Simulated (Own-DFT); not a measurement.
# What a defect does to the pressure of its cell: D0_22 TiAl3

No measurement is shown. These are fixed-geometry runs of a retired plane-wave code named Own-DFT, which no person has reviewed; spin and spin-orbit coupling are neglected.

All runs used: PBE; PseudoDojo norm-conserving scalar-relativistic files; cutoff 42 hartree; 4 x 4 x 4 k mesh centred on Gamma; cold (Marzari-Vanderbilt) smearing of 0.2 eV.

Known weak points: forces on such cells failed a check on a denser k mesh; stress not checked against mesh or cutoff.

All runs share one cell, with vectors in Å (-2.365, -6.981, 4.326); (-7.667, 3.491, 1.442); (-2.950, -3.488, -7.241) and a volume of 625.4 Å³. The atoms are randomly displaced, by u rms on each axis. The defect's site can differ from row to row.

| cell | formula | u (Å) | P (GPa) |
|---|---|---|---|
| no defect | Al30Ti10 | 0.0201 | 1.99 |
| no defect | Al30Ti10 | 0.0217 | 2.00 |
| no defect | Al30Ti10 | 0.0454 | 2.51 |
| two Al vacancies | Al28Ti10 | 0.0246 | 1.10 |
| two Al vacancies | Al28Ti10 | 0.0486 | 1.62 |
| two Al vacancies | Al28Ti10 | 0.0495 | 1.78 |
| two Ti on an Al site each | Al28Ti12 | 0.0298 | ? |
| two Ti on an Al site each | Al28Ti12 | 0.0302 | 3.16 |
| two Ti on an Al site each | Al28Ti12 | 0.0439 | 3.65 |
| two Ti on an Al site each | Al28Ti12 | 0.0520 | 3.87 |
| two Al on a Ti site each | Al32Ti8 | 0.0296 | 2.84 |
| two Al on a Ti site each | Al32Ti8 | 0.0454 | 3.22 |
| two Al on a Ti site each | Al32Ti8 | 0.0499 | 3.37 |

## Analysis

P = P0 + c u² + a shift for each defect gives P0 = 1.83 GPa, c = 343 ± 21 GPa/Å² and a scatter of 0.05 GPa. The shifts, and each times the cell's volume:

- two Ti on an Al site each: 1.10 ± 0.05 GPa, 4.3 eV (2.1 eV for each of its 2 sites)
- two Al on a Ti site each: 0.69 ± 0.05 GPa, 2.7 eV (1.4 eV for each of its 2 sites)
- two Al vacancies: -0.94 ± 0.05 GPa, -3.7 eV (-1.8 eV for each of its 2 sites)

A positive shift means that the defect pushes the cell outwards. Shift times volume (160.2 GPa Å³ is 1 eV) depends little on the cell's size, so, taken for each site, it can be compared between cells at like pressure. The atoms around the defects weren't relaxed, which would change these numbers.

## Check

The question: what pressure belongs in the blank (two Ti on an Al site each, u = 0.0298 Å)?

Estimate: 3.23 ± 0.07 GPa. The run itself gave 3.13 GPa.
